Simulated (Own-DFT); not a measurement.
# Biaxial strain at fixed height in wurtzite GaN, 72 atoms (Ga36N36)

Calculated, not measured: single-point runs of Own-DFT, a retired in-house plane-wave DFT program that no person has reviewed, on unrelaxed cells, without spin or spin-orbit coupling.

Common settings: PBE; PseudoDojo norm-conserving scalar-relativistic files (stringent for Ga); cutoff 96 hartree; 4 x 4 x 3 k mesh centred on Gamma; Gaussian smearing of 0.01 eV.

Keep in mind: forces not confirmed at this smearing and k mesh; stress not checked against mesh or cutoff.

Unstrained cell vectors in Å: (9.567, 0.000, 0.000); (-4.784, 8.285, 0.000); (0.000, 0.000, 10.370). The unstrained cell has measured lattice constants (interpolated for alloys), not those of this functional. That, the random moves and any unrelaxed bonds set the pressure at no strain. Each run strains x and y alike by e, as a substrate would, and holds the height along z. Each coordinate of each atom was shifted by a normal deviate of width 0.05 Å. Stress is positive in tension.

| e (%) | u (Å) | (s_xx + s_yy)/2 (GPa) | s_zz (GPa) |
|---|---|---|---|
| -2.25 | 0.053 | -20.25 | -11.61 |
| -1.00 | 0.050 | -12.58 | -9.34 |
| -0.75 | 0.052 | -11.03 | -8.35 |
| -0.50 | 0.053 | -9.42 | -8.83 |
| 0.75 | 0.052 | -3.22 | -5.37 |
| 1.00 | 0.051 | -1.90 | -6.11 |
| 1.75 | 0.049 | ? | ? |
| 2.00 | 0.046 | 2.95 | -4.85 |
| 2.25 | 0.050 | 3.53 | -4.32 |
| 2.50 | 0.046 | 4.91 | -4.03 |

## What the rows give

With e as a fraction, the in-plane stress is -6.9 + 533 e - 2580 e² GPa (errors 4 and 303, scatter 0.19), and s_zz is -7.7 + 157 e GPa (slope ± 11, scatter 0.54). At e = 0 the first slope is C11 + C12 and the second 2 C13, both with the ions held to the strained lattice and at the cell's own pressure. The term in e² is negative: the layer stiffens under compression and softens under tension. A free layer would change its height as e changes, and the in-plane slope would drop by 2 C13²/C33 to the biaxial modulus. At fixed height, a misfit of 1 % moves the in-plane stress by about 5.3 GPa and s_zz by 1.6 GPa.

## Prediction

The question: what are the two stresses at e = 1.75 %?

Estimate: 1.6 and -4.9 GPa. The run itself gave 0.58 and -3.42 GPa. The miss is larger than the scatter suggests: chance, or a term that the fit lacks.
